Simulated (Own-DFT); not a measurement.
# How HSE06 shifts the pressure of corundum Al2O3, 78 atoms (Al32O46), with two O vacancies

These are calculations. Each geometry was run twice at fixed positions with Own-DFT, a retired in-house plane-wave program that no person has reviewed: with PBE, and with HSE06 (exact exchange share 0.25 at short range, screening 0.11 per bohr, Gygi-Baldereschi treatment of its divergence). Both used PseudoDojo norm-conserving files made for PBE, a cutoff of 48 hartree, the Gamma point alone, fixed occupations, a neutral cell and no spin. The unstrained cell is 7.9 Å across at its thinnest, so Gamma alone is coarse and defects feel their images. The oxygen file's force components were 24 meV/Å off all-electron values in a glass.

Unstrained cell vectors in Å: (5.494, 0.000, 8.660); (-2.747, 4.758, 8.660); (-2.747, -4.758, 8.660), volume V0 = 679.1 Å³, from measured lattice constants. Each geometry has its own random strain of a few per cent, its own defect sites and random moves of rms u per axis. HSE06 gave the energy alone. D is its energy less that of PBE, over the lowest D shown. The PBE stress wasn't checked against mesh or cutoff.

```
run,V - V0 (Å³),u (Å),P with PBE (GPa),D (eV)
1,17.6,0.0299,1.24,1.450
2,-1.4,0.0493,10.06,0.806
3,-8.9,0.0286,10.02,0.462
4,0.2,0.0510,8.83,0.975
5,-18.5,0.0284,14.05,0.000
6,15.7,0.0294,1.67,1.421
7,10.9,0.0497,5.60,1.310
8,5.3,0.0517,7.22,1.032
9,5.2,0.0333,6.00,0.958
10,5.8,0.0542,7.57,1.172
11,14.5,0.0318,2.83,1.274
12,10.4,0.0479,5.21,1.269
13,-2.8,0.0287,7.81,?
```

## What the rows give

D = 0.69 + 0.0388 (V - V0) + 78 u² eV, with an error of 0.0014 on the volume slope, 17 on the last term and a scatter of 0.05 eV. Pressure is -dE/dV, and 1 eV/Å³ is 160.2 GPa, so HSE06 changes the pressure by -6.2 ± 0.2 GPa. With the ions held to the strained lattice, the PBE pressure falls by 237 ± 7 GPa per unit of volume strain; the shape of the strain isn't fitted, so the true error is larger, and a relaxed crystal would be softer. On that slope HSE06's volume at a given pressure is about 2.6 % smaller, or 0.9 % in lengths. At u = 0 and V0 the PBE pressure is 6.5 GPa, which puts the zero-pressure volume, against the measured cell and with the defects in, at +2.7 % for PBE and +0.1 % for HSE06, each good to a few tenths of a per cent.

## Test on the hidden row

Question: what D should run 13 give?

The fit gives 0.65 eV, with rows scattering by 0.05. The run itself gave 0.615 eV.
